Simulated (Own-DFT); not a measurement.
Simulation results for SiGe (diamond lattice with Si and Ge gathered in clusters, atoms displaced)

A calculation, not a measurement: plane-wave density functional theory by an unreviewed code, no spin, of a simulated periodic cell, stress positive in tension, run twice, with PBE and with PBEsol, both on files made for PBE, so the change isn't that of files made for PBEsol; forces on such cells passed a denser k mesh, this cell's mesh not checked; the far tail of each file's local potential was reset to the Coulomb form; each entry is a single point on an unrelaxed cell, so the pressure reflects the starting lattice, mostly measured values (interpolated for alloys), from which strain is counted, and rises with the displacements; printed positions are rounded, which can move forces by about a meV/angstrom; the program, named Own-DFT, is a retired in-house code; no spin-orbit coupling; stress was not checked against mesh or cutoff. Program: Own-DFT development build.

Settings shared by all entries: functional PBE, then PBEsol; potential files PseudoDojo norm-conserving, scalar-relativistic, standard set; wave cutoff 42 hartree; occupations Fermi-Dirac; smearing width 0.1 eV; k mesh 3 x 3 x 3 centred on Gamma.

(1) SiGe (diamond lattice with Si and Ge gathered in clusters, atoms displaced)

```
CELL_PARAMETERS angstrom
11.08900 0.00000 0.00000
0.00000 11.08900 0.00000
0.00000 0.00000 11.08900
ATOMIC_POSITIONS crystal
Ge 0.99209 0.99338 0.99206
Ge 0.99466 0.25098 0.25033
Si 0.24073 0.00707 0.25604
Ge 0.24678 0.25643 0.00388
Ge 0.11911 0.12457 0.12888
Si 0.12424 0.37888 0.37434
Si 0.38208 0.13219 0.37043
Ge 0.38177 0.37002 0.11930
Si 0.99984 0.99744 0.50520
Ge 0.00042 0.24688 0.74707
Si 0.25377 0.99560 0.74917
Si 0.25577 0.23971 0.50379
Si 0.11621 0.12988 0.62895
Ge 0.12608 0.37707 0.87511
Ge 0.38120 0.12247 0.87619
Si 0.38802 0.37969 0.64179
Ge 0.00789 0.49396 0.99693
Si 0.99829 0.75734 0.24892
Si 0.24453 0.50160 0.24878
Si 0.24513 0.74521 0.99856
Si 0.12401 0.62557 0.12982
Si 0.12378 0.87644 0.36803
Si 0.37465 0.62090 0.37513
Si 0.37716 0.87788 0.12312
Si 0.01006 0.50216 0.49904
Si 0.00907 0.74825 0.74986
Si 0.25378 0.50246 0.74949
Si 0.24725 0.75205 0.49623
Si 0.12778 0.61978 0.61333
Si 0.12018 0.87359 0.87360
Si 0.37874 0.62796 0.88024
Si 0.37075 0.87284 0.62251
Ge 0.50292 0.00099 0.00179
Ge 0.49486 0.25450 0.25482
Ge 0.75299 0.00163 0.25666
Ge 0.74904 0.25051 0.00439
Ge 0.61907 0.11892 0.11953
Ge 0.62588 0.38127 0.37152
Ge 0.87429 0.13571 0.37607
Ge 0.86738 0.36497 0.12199
Si 0.49774 0.00087 0.50137
Ge 0.49977 0.24775 0.75059
Ge 0.75480 0.99819 0.75642
Ge 0.75597 0.25031 0.49912
Ge 0.61548 0.12174 0.62576
Ge 0.61531 0.36992 0.87479
Ge 0.87325 0.12742 0.87755
Ge 0.88223 0.37236 0.63955
Ge 0.49747 0.49694 0.99582
Si 0.49882 0.75601 0.24541
Ge 0.75412 0.50107 0.24833
Ge 0.74624 0.75652 0.00651
Ge 0.62073 0.61997 0.12126
Si 0.63204 0.86952 0.37197
Si 0.88255 0.62359 0.38591
Ge 0.87399 0.87983 0.12325
Si 0.50166 0.51156 0.50508
Si 0.50534 0.75006 0.75129
Ge 0.74234 0.49997 0.75305
Si 0.74614 0.74919 0.49917
Si 0.61828 0.63261 0.62500
Ge 0.62056 0.87553 0.87308
Ge 0.87493 0.63792 0.87987
Si 0.87841 0.88367 0.62465
```

```
PBE pressure                                      : 3.52 GPa
PBE stress xx                                     : -3.46 GPa
PBE stress yy                                     : -3.55 GPa
PBE stress zz                                     : -3.54 GPa
PBE stress yz                                     : -0.31 GPa
PBE stress xz                                     : -0.04 GPa
PBE stress xy                                     : -0.21 GPa
PBEsol pressure                                   : 1.22 GPa
PBEsol stress xx                                  : -1.16 GPa
PBEsol stress yy                                  : -1.25 GPa
PBEsol stress zz                                  : -1.25 GPa
PBEsol stress yz                                  : -0.29 GPa
PBEsol stress xz                                  : -0.04 GPa
PBEsol stress xy                                  : -0.2 GPa
rms change of force components from PBE to PBEsol : 0.051 eV/Å
```

Force:
```tsv
force element	PBE force x (eV/Å)	PBE force y (eV/Å)	PBE force z (eV/Å)	PBEsol force x (eV/Å)	PBEsol force y (eV/Å)	PBEsol force z (eV/Å)
Ge	1.268	0.704	0.416	1.165	0.724	0.446
Ge	0.937	0.783	0.168	0.854	0.717	0.122
Si	1.808	-0.359	-0.454	1.749	-0.293	-0.497
Ge	0.167	-1.471	-0.467	0.171	-1.412	-0.45
Ge	0.058	-0.304	-0.787	0.012	-0.242	-0.79
Si	0.791	-0.85	0.235	0.746	-0.902	0.192
Si	-1.547	-1.801	1.284	-1.46	-1.721	1.197
Ge	-1.392	1.218	1.125	-1.32	1.15	1.057
Si	0.436	0.807	-1.031	0.408	0.839	-1.065
Ge	0.575	-0.107	1.889	0.489	-0.045	1.88
Si	-0.943	0.471	0.12	-0.893	0.516	0.161
Si	-0.25	1.629	0.269	-0.241	1.606	0.276
Si	2.013	-1.822	-1.05	1.925	-1.737	-0.974
Ge	0.806	-0.344	-1.43	0.737	-0.363	-1.332
Ge	-1.636	0.083	-0.024	-1.529	0.115	0.003
Si	-1.523	0.413	-2.232	-1.44	0.344	-2.154
Ge	-1.616	1.347	1.21	-1.589	1.26	1.135
Si	-0.01	-1.084	0.253	-0.074	-1.031	0.196
Si	0.905	-0.29	0.125	0.932	-0.328	0.082
Si	0.376	0.767	0.445	0.363	0.757	0.439
Si	-0.128	0.244	-0.196	-0.177	0.204	-0.238
Si	-0.141	0.071	1.214	-0.147	0.068	1.199
Si	-0.266	0.881	-0.324	-0.26	0.863	-0.33
Si	-1.511	-0.131	0.395	-1.457	-0.073	0.334
Si	-1.105	-1.079	0.209	-1.138	-1.123	0.237
Si	-0.667	0.061	-1.166	-0.702	0.011	-1.118
Si	0.136	0.446	0.054	0.087	0.408	0.104
Si	0.267	-0.275	-0.409	0.259	-0.266	-0.409
Si	0.751	1.032	1.526	0.748	1.021	1.515
Si	1.385	-0.249	-0.291	1.317	-0.184	-0.229
Si	-0.802	0.243	-1.048	-0.735	0.192	-0.985
Si	0.45	-0.128	0.061	0.454	-0.135	0.062
Ge	-1.158	-1.184	-0.609	-1.074	-1.095	-0.63
Ge	1.348	-0.187	-0.859	1.351	-0.125	-0.897
Ge	-0.457	0.22	-0.424	-0.403	0.254	-0.461
Ge	-1.427	-0.826	-1.181	-1.377	-0.803	-1.139
Ge	1.155	1.166	2.015	1.128	1.13	1.936
Ge	-0.108	0.135	1.279	-0.067	0.098	1.191
Ge	0.827	-2.064	0.49	0.764	-1.96	0.435
Ge	1.511	1.901	0.571	1.457	1.827	0.559
Si	-0.202	-0.944	-1.096	-0.15	-0.886	-1.04
Ge	-0.08	-0.451	0.078	-0.024	-0.484	0.137
Ge	-0.69	0.205	-1.034	-0.705	0.24	-0.948
Ge	-1.434	0.924	1.297	-1.378	0.885	1.241
Ge	1.644	-0.103	-0.317	1.626	-0.051	-0.251
Ge	1.421	0.168	0.222	1.374	0.165	0.216
Ge	0.023	0.335	-0.196	0.018	0.309	-0.188
Ge	-1.091	1.711	-2.173	-1.081	1.613	-2.071
Ge	-0.098	0.499	0.011	-0.047	0.422	0.051
Si	-0.076	-0.769	0.631	-0.032	-0.801	0.584
Ge	0.447	0.66	0.267	0.386	0.583	0.219
Ge	-0.426	-0.436	-0.345	-0.405	-0.423	-0.345
Ge	0.126	0.789	0.725	0.16	0.733	0.666
Si	-1.198	0.399	0.446	-1.136	0.448	0.391
Si	-0.478	0.693	-0.922	-0.51	0.653	-0.948
Ge	-0.13	-0.377	1.051	-0.169	-0.323	0.971
Si	-0.477	-1.131	-0.234	-0.438	-1.166	-0.269
Si	-1.603	0.096	-0.247	-1.539	0.149	-0.182
Ge	0.361	0.821	-0.04	0.376	0.75	-0.001
Si	0.959	0.144	0.65	0.953	0.14	0.649
Si	1.099	-0.296	-0.069	1.137	-0.331	-0.024
Ge	0.565	-0.136	0.202	0.601	-0.077	0.25
Ge	0.325	-1.05	-0.507	0.276	-1.047	-0.452
Si	-0.267	-1.819	0.231	-0.326	-1.763	0.286
```

(2) SiGe (diamond lattice with Si and Ge gathered in clusters, atoms displaced)

```
CELL_PARAMETERS angstrom
11.08900 0.00000 0.00000
0.00000 11.08900 0.00000
0.00000 0.00000 11.08900
ATOMIC_POSITIONS crystal
Ge 0.99961 0.99674 0.00336
Ge 0.00335 0.24841 0.24603
Ge 0.25061 0.99745 0.24754
Ge 0.23848 0.25409 0.99545
Ge 0.12525 0.12760 0.12684
Ge 0.12574 0.37025 0.38306
Ge 0.38838 0.11649 0.37416
Ge 0.38097 0.38230 0.12163
Ge 0.00461 0.99111 0.50279
Ge 0.99347 0.24247 0.75837
Si 0.26414 0.00051 0.75409
Ge 0.24502 0.25461 0.49293
Ge 0.13320 0.12201 0.62668
Ge 0.12117 0.37434 0.87198
Si 0.38846 0.13447 0.86959
Si 0.37426 0.36492 0.62466
Ge 0.00769 0.49472 0.00232
Ge 0.99128 0.75703 0.24468
Ge 0.24964 0.49709 0.25992
Si 0.25589 0.75493 0.00069
Ge 0.11832 0.61505 0.10822
Ge 0.12307 0.87528 0.37873
Si 0.36864 0.61403 0.35992
Si 0.37803 0.87415 0.12454
Ge 0.00247 0.50202 0.49932
Si 0.01028 0.74999 0.75317
Si 0.25000 0.50246 0.75842
Si 0.25267 0.75332 0.50011
Si 0.13001 0.63573 0.62170
Si 0.12355 0.88585 0.87248
Si 0.36628 0.62167 0.87594
Si 0.36865 0.86809 0.63259
Si 0.49680 0.99544 0.00552
Ge 0.50383 0.25521 0.24487
Ge 0.75551 0.99867 0.25387
Ge 0.74757 0.25002 0.00683
Ge 0.63085 0.12236 0.12896
Ge 0.62098 0.36907 0.38105
Ge 0.87929 0.12874 0.37323
Ge 0.88248 0.37553 0.12346
Si 0.50449 0.99293 0.50211
Si 0.49664 0.25097 0.75427
Si 0.74049 0.00396 0.74423
Ge 0.75125 0.25536 0.49463
Si 0.62845 0.12900 0.63555
Si 0.61989 0.37112 0.87580
Ge 0.86980 0.13597 0.87771
Ge 0.87499 0.37370 0.62830
Si 0.50316 0.49509 0.00853
Si 0.49161 0.74859 0.24105
Ge 0.75004 0.49674 0.24770
Si 0.74903 0.75442 0.99981
Si 0.62691 0.62000 0.12567
Si 0.61655 0.87066 0.37549
Ge 0.86610 0.63541 0.38728
Ge 0.88176 0.87553 0.12756
Si 0.49812 0.50089 0.49703
Si 0.50291 0.75443 0.74816
Si 0.74213 0.49031 0.75551
Si 0.75231 0.75906 0.49795
Si 0.62534 0.62443 0.61885
Si 0.62708 0.87582 0.87847
Si 0.86726 0.60676 0.86937
Si 0.87827 0.87365 0.61841
```

```
PBE pressure                                      : 3.81 GPa
PBE stress xx                                     : -3.86 GPa
PBE stress yy                                     : -3.83 GPa
PBE stress zz                                     : -3.74 GPa
PBE stress yz                                     : 0.24 GPa
PBE stress xz                                     : -0.28 GPa
PBE stress xy                                     : -0.23 GPa
PBEsol pressure                                   : 1.52 GPa
PBEsol stress xx                                  : -1.56 GPa
PBEsol stress yy                                  : -1.55 GPa
PBEsol stress zz                                  : -1.45 GPa
PBEsol stress yz                                  : 0.21 GPa
PBEsol stress xz                                  : -0.29 GPa
PBEsol stress xy                                  : -0.25 GPa
rms change of force components from PBE to PBEsol : 0.053 eV/Å
```

Force:
```tsv
force element	PBE force x (eV/Å)	PBE force y (eV/Å)	PBE force z (eV/Å)	PBEsol force x (eV/Å)	PBEsol force y (eV/Å)	PBEsol force z (eV/Å)
Ge	0.043	1.215	-0.911	0.007	1.218	-0.821
Ge	-0.135	0.572	0.825	-0.134	0.548	0.799
Ge	0.432	-0.015	0.362	0.379	0.026	0.388
Ge	2.307	-0.567	0.187	2.189	-0.518	0.204
Ge	0.445	-0.904	-0.554	0.416	-0.869	-0.535
Ge	-1.433	1.17	-1.775	-1.378	1.13	-1.728
Ge	-0.824	0.696	-0.113	-0.845	0.714	-0.166
Ge	-1.716	-1.122	0.618	-1.708	-1.137	0.664
Ge	-0.603	1.747	0.258	-0.532	1.729	0.195
Ge	1.482	0.777	-1.871	1.427	0.768	-1.797
Si	-0.635	0.453	0.218	-0.663	0.498	0.194
Ge	2.237	-2.163	1.489	2.113	-2.115	1.415
Ge	-0.267	-0.176	0.506	-0.296	-0.142	0.444
Ge	0.07	0.373	-0.969	0.026	0.316	-0.87
Si	-1.821	-1.876	2.005	-1.839	-1.826	2.036
Si	-0.114	1.698	0.294	-0.166	1.629	0.236
Ge	-2.68	-0.823	-2.447	-2.563	-0.836	-2.332
Ge	1.884	-2.506	1.515	1.807	-2.401	1.471
Ge	-1.728	-1.019	-2.484	-1.729	-1.063	-2.459
Si	-0.986	-0.228	-0.721	-1.021	-0.253	-0.678
Ge	2.502	3.14	3.073	2.386	2.992	2.991
Ge	0.852	-0.907	-1.088	0.777	-0.826	-1.086
Si	1.904	2.734	2.652	1.818	2.632	2.557
Si	-0.738	0.019	-0.206	-0.78	0.075	-0.146
Ge	-0.233	0.819	0.929	-0.255	0.754	0.871
Si	-1.47	-0.221	-0.266	-1.456	-0.223	-0.243
Si	-0.202	-0.426	-1.949	-0.26	-0.482	-1.896
Si	0.472	-0.873	-0.652	0.435	-0.818	-0.714
Si	0.205	-1.051	0.637	0.162	-1.084	0.585
Si	1.173	-0.89	0.211	1.106	-0.824	0.255
Si	1.935	0.748	0.635	1.919	0.739	0.64
Si	1.118	0.56	-0.876	1.089	0.55	-0.87
Si	0.735	0.904	-0.989	0.757	0.942	-0.941
Ge	-0.355	-0.898	0.247	-0.33	-0.873	0.252
Ge	-0.757	-0.53	0.405	-0.691	-0.466	0.355
Ge	-0.251	0.878	-0.594	-0.195	0.81	-0.546
Ge	-0.929	-0.651	-0.155	-0.856	-0.584	-0.116
Ge	-0.212	1.459	-0.821	-0.157	1.366	-0.843
Ge	0.194	-0.689	0.756	0.184	-0.666	0.715
Ge	-0.743	-0.046	0.358	-0.713	-0.054	0.349
Si	-0.171	0.248	1.513	-0.207	0.297	1.471
Si	1.321	0.716	-1.41	1.317	0.729	-1.413
Si	1.713	-1.11	1.075	1.743	-1.083	1.098
Ge	0.214	-1.261	1.439	0.237	-1.187	1.357
Si	-1.122	0.325	-1.747	-1.088	0.388	-1.778
Si	-0.189	0.218	0.664	-0.146	0.16	0.707
Ge	-0.925	-2.712	0.478	-0.86	-2.582	0.493
Ge	-0.017	0.36	0.134	0.01	0.305	0.088
Si	0.418	1.603	-2.083	0.358	1.529	-2.002
Si	1	-0.864	0.848	0.989	-0.86	0.84
Ge	0.064	0.39	1.027	0.097	0.337	1.027
Si	0.401	-1.33	-0.169	0.453	-1.278	-0.116
Si	-0.25	1.126	-0.433	-0.189	1.067	-0.372
Si	0.505	-0.205	-0.537	0.531	-0.179	-0.59
Ge	0.99	-1.299	-1.901	1.017	-1.314	-1.898
Ge	-2.234	0.472	-1.366	-2.119	0.495	-1.279
Si	-0.605	-0.018	0.39	-0.568	-0.063	0.339
Si	-0.156	-1.188	0.5	-0.143	-1.172	0.499
Si	-0.418	0.467	-1.255	-0.383	0.408	-1.294
Si	-1.715	0.109	1.14	-1.643	0.067	1.071
Si	0.139	0.328	0.606	0.156	0.319	0.589
Si	-0.514	0.301	-0.422	-0.506	0.309	-0.412
Si	0.981	2.068	0.91	1.023	2.008	0.941
Si	-0.587	-0.126	1.866	-0.512	-0.077	1.803
```

(3) SiGe (diamond lattice with Si and Ge gathered in clusters, atoms displaced)

```
CELL_PARAMETERS angstrom
11.08900 0.00000 0.00000
0.00000 11.08900 0.00000
0.00000 0.00000 11.08900
ATOMIC_POSITIONS crystal
Ge 0.99830 0.99749 0.99851
Si 0.00461 0.24871 0.24932
Si 0.25938 0.00223 0.24962
Si 0.25562 0.24225 0.00664
Si 0.11658 0.13037 0.12635
Si 0.12761 0.37323 0.37342
Si 0.37029 0.13319 0.37718
Si 0.36585 0.38782 0.12347
Ge 0.00321 0.99788 0.49485
Ge 0.00326 0.24659 0.74062
Ge 0.25124 0.00517 0.74734
Si 0.24812 0.24620 0.49610
Ge 0.11832 0.12346 0.62466
Ge 0.12099 0.38090 0.88138
Si 0.37286 0.13855 0.88021
Si 0.37664 0.37100 0.63218
Ge 0.99679 0.49977 0.99533
Ge 0.99275 0.75068 0.23139
Si 0.24619 0.50787 0.24257
Ge 0.24996 0.75466 0.99556
Ge 0.12965 0.62303 0.11290
Ge 0.13163 0.88682 0.37635
Si 0.38241 0.61832 0.36343
Si 0.38205 0.86797 0.11751
Ge 0.00272 0.50043 0.49552
Ge 0.98651 0.76109 0.75202
Ge 0.25007 0.50128 0.74116
Ge 0.24185 0.73860 0.50425
Ge 0.12686 0.61929 0.62865
Ge 0.12879 0.87447 0.87545
Ge 0.38085 0.61976 0.86789
Ge 0.36536 0.86467 0.62133
Si 0.50648 0.99939 0.99709
Si 0.49803 0.24851 0.24281
Si 0.75579 0.00322 0.25173
Si 0.74781 0.24834 0.99527
Si 0.62291 0.12153 0.12322
Si 0.62668 0.37472 0.38089
Si 0.86754 0.12475 0.37785
Si 0.87123 0.36384 0.12521
Si 0.50186 0.00034 0.49441
Si 0.50394 0.25804 0.75463
Ge 0.74897 0.99880 0.75767
Si 0.75363 0.25239 0.49574
Si 0.62397 0.11743 0.61701
Si 0.62719 0.37211 0.87426
Ge 0.87201 0.13208 0.87330
Ge 0.87544 0.37645 0.62353
Si 0.50511 0.50796 0.00032
Si 0.49726 0.75419 0.25088
Si 0.75860 0.50362 0.24758
Ge 0.75936 0.74787 0.00776
Si 0.62197 0.62071 0.12934
Si 0.62680 0.87868 0.37154
Ge 0.86901 0.61709 0.37078
Ge 0.87448 0.86657 0.12859
Si 0.49958 0.49829 0.49881
Ge 0.50738 0.75955 0.75312
Ge 0.74881 0.50165 0.75167
Ge 0.74588 0.75294 0.51084
Ge 0.62037 0.62063 0.62539
Ge 0.62379 0.86465 0.88162
Ge 0.88049 0.62440 0.87825
Ge 0.86894 0.88057 0.62248
```

```
PBE pressure                                      : 3.53 GPa
PBE stress xx                                     : -3.58 GPa
PBE stress yy                                     : -3.47 GPa
PBE stress zz                                     : -3.55 GPa
PBE stress yz                                     : -0.77 GPa
PBE stress xz                                     : -0.97 GPa
PBE stress xy                                     : 0.6 GPa
PBEsol pressure                                   : 1.25 GPa
PBEsol stress xx                                  : -1.29 GPa
PBEsol stress yy                                  : -1.18 GPa
PBEsol stress zz                                  : -1.27 GPa
PBEsol stress yz                                  : -0.78 GPa
PBEsol stress xz                                  : -0.93 GPa
PBEsol stress xy                                  : 0.58 GPa
rms change of force components from PBE to PBEsol : 0.052 eV/Å
```

Force:
```tsv
force element	PBE force x (eV/Å)	PBE force y (eV/Å)	PBE force z (eV/Å)	PBEsol force x (eV/Å)	PBEsol force y (eV/Å)	PBEsol force z (eV/Å)
Ge	-0.082	0.584	0.404	-0.102	0.527	0.354
Si	-1.107	0.273	0.781	-1.098	0.277	0.792
Si	-0.202	0.413	-0.831	-0.234	0.365	-0.796
Si	-1.379	1.703	0.592	-1.402	1.712	0.574
Si	1.494	-1.267	-0.144	1.428	-1.309	-0.19
Si	0.281	0.28	-0.492	0.236	0.325	-0.443
Si	1.285	-0.961	-0.805	1.272	-0.952	-0.788
Si	1.345	-1.153	-0.409	1.325	-1.128	-0.414
Ge	-1.444	0.779	0.292	-1.357	0.725	0.324
Ge	-0.656	1.46	1.615	-0.645	1.413	1.56
Ge	0.506	0.096	0.58	0.439	0.048	0.527
Si	0.001	0.927	0.965	-0.054	0.886	1.016
Ge	1.35	-0.281	-1.105	1.267	-0.311	-1.033
Ge	1.579	-1.845	-1.187	1.491	-1.748	-1.18
Si	1.335	-1.491	-0.887	1.296	-1.519	-0.932
Si	-0.072	-0.028	-1.526	-0.128	0.018	-1.462
Ge	-0.489	-0.837	1.773	-0.429	-0.765	1.665
Ge	2.724	-1.863	3.29	2.619	-1.802	3.157
Si	0.152	-0.859	1.204	0.075	-0.783	1.148
Ge	1.275	-0.977	-0.064	1.18	-0.984	-0.104
Ge	-0.746	0.451	0.524	-0.777	0.483	0.453
Ge	0.204	-1.931	-1.413	0.153	-1.89	-1.303
Si	-0.765	0.414	0.975	-0.781	0.43	0.992
Si	-0.265	1.388	0.619	-0.315	1.318	0.55
Ge	0.068	-0.456	-0.091	0.028	-0.408	-0.042
Ge	1.636	-0.969	-0.267	1.59	-0.943	-0.246
Ge	0.619	-1.347	1.477	0.557	-1.246	1.462
Ge	0.927	0.188	-2.137	0.874	0.218	-2.012
Ge	-2.258	1.038	0.117	-2.169	1.001	0.095
Ge	-0.67	0.848	-0.778	-0.664	0.816	-0.749
Ge	-0.081	0.878	0.388	-0.12	0.895	0.335
Ge	1.481	1.408	0.044	1.4	1.337	0.078
Si	-1.142	0.337	0.126	-1.09	0.284	0.059
Si	-0.236	1.018	0.699	-0.234	1.01	0.676
Si	-0.933	-0.315	-0.419	-0.872	-0.359	-0.465
Si	-0.584	0.139	0.945	-0.526	0.085	0.877
Si	0.591	0.178	0.147	0.592	0.169	0.15
Si	0.018	-0.006	-1.391	0.018	-0.001	-1.378
Si	1.327	0.401	-0.548	1.365	0.353	-0.495
Si	0.282	0.834	0.04	0.316	0.849	0.006
Si	-1.065	-0.19	-0.126	-1.094	-0.231	-0.099
Si	-0.139	-1.382	-0.68	-0.122	-1.375	-0.679
Ge	-0.916	0.346	-0.609	-0.842	0.303	-0.573
Si	-0.923	-0.405	0.693	-0.861	-0.35	0.746
Si	0.217	1.119	0.865	0.258	1.07	0.902
Si	-0.141	0.866	0.822	-0.094	0.912	0.771
Ge	0.659	-0.482	0.047	0.677	-0.528	-0.002
Ge	-0.16	-0.161	-0.299	-0.113	-0.122	-0.255
Si	-0.365	-1.49	-0.09	-0.402	-1.43	-0.153
Si	0.857	-0.423	-0.201	0.851	-0.406	-0.194
Si	-2.006	-2.034	-0.689	-1.912	-1.948	-0.633
Ge	-1.926	-1.251	-0.435	-1.821	-1.179	-0.453
Si	0.616	0.778	0.411	0.642	0.816	0.387
Si	-0.09	-0.035	0.098	-0.04	-0.081	0.135
Ge	0.997	2.068	0.785	1.02	2.04	0.815
Ge	-1.161	3.586	-0.876	-1.085	3.412	-0.897
Si	-0.549	-0.637	-0.1	-0.511	-0.577	-0.039
Ge	-1.513	-1.475	-1.294	-1.465	-1.448	-1.247
Ge	0.116	-0.402	0.247	0.151	-0.35	0.2
Ge	-0.357	-0.658	-1.911	-0.316	-0.659	-1.807
Ge	-0.291	0.347	0.109	-0.226	0.389	0.154
Ge	1.362	1.389	0.816	1.356	1.307	0.739
Ge	-1.065	0.441	-0.732	-1.03	0.439	-0.702
Ge	0.476	0.638	0.045	0.46	0.598	0.065
```
